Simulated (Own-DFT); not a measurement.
# One host, several defects: C11b WSi2

No measurement is shown. These are fixed-geometry runs of a retired plane-wave code named Own-DFT, which no person has reviewed; spin and spin-orbit coupling are neglected.

Settings: PBE; PseudoDojo norm-conserving scalar-relativistic files; cutoff 50 hartree; 5 x 5 x 5 k mesh centred on Gamma; cold (Marzari-Vanderbilt) smearing of 0.2 eV.

Caveats: forces on such cells failed a check on a denser k mesh; stress not checked against mesh or cutoff.

All runs share one cell, with vectors in Å (-2.148, -5.953, 3.409); (-6.444, 2.976, 1.136); (-2.553, -2.948, -6.757) and a volume of 403.2 Å³. Atoms were moved at random from their sites; u is the rms move along one axis. The defect's site can differ from row to row.

| cell | formula | u (Å) | P (GPa) |
|---|---|---|---|
| no defect | Si20W10 | 0.0201 | 4.51 |
| no defect | Si20W10 | 0.0495 | 5.40 |
| no defect | Si20W10 | 0.0520 | 6.22 |
| one Si on a W site | Si21W9 | 0.0256 | 5.88 |
| one Si on a W site | Si21W9 | 0.0320 | 6.21 |
| one Si on a W site | Si21W9 | 0.0473 | 7.26 |
| one W vacancy | Si20W9 | 0.0325 | 3.78 |
| one W vacancy | Si20W9 | 0.0454 | 4.01 |
| one W vacancy | Si20W9 | 0.0488 | 4.99 |
| one W on a Si site | Si19W11 | 0.0296 | 10.00 |
| one W on a Si site | Si19W11 | 0.0304 | 9.79 |
| one W on a Si site | Si19W11 | 0.0479 | 11.16 |
| one Si vacancy | Si19W10 | 0.0269 | ? |
| one Si vacancy | Si19W10 | 0.0352 | 3.82 |
| one Si vacancy | Si19W10 | 0.0432 | 4.15 |
| one Si vacancy | Si19W10 | 0.0483 | 4.88 |

## Analysis

P = P0 + c u² + a shift for each defect gives P0 = 3.97 GPa, c = 760 ± 103 GPa/Å² and a scatter of 0.28 GPa. The shifts, and each times the cell's volume:

- one W on a Si site: 5.31 ± 0.24 GPa, 13.4 eV
- one Si on a W site: 1.49 ± 0.24 GPa, 3.7 eV
- one Si vacancy: -1.07 ± 0.23 GPa, -2.7 eV
- one W vacancy: -1.10 ± 0.23 GPa, -2.8 eV

A positive shift means that the defect pushes the cell outwards. Shift times volume (160.2 GPa Å³ is 1 eV) depends little on the cell's size, so, taken for each site, it can be compared between cells at like pressure. The atoms around the defects weren't relaxed, which would change these numbers.

## Check

Q: what pressure belongs in the blank (one Si vacancy, u = 0.0269 Å)?

Estimate: 3.45 ± 0.34 GPa. The run itself gave 3.11 GPa.
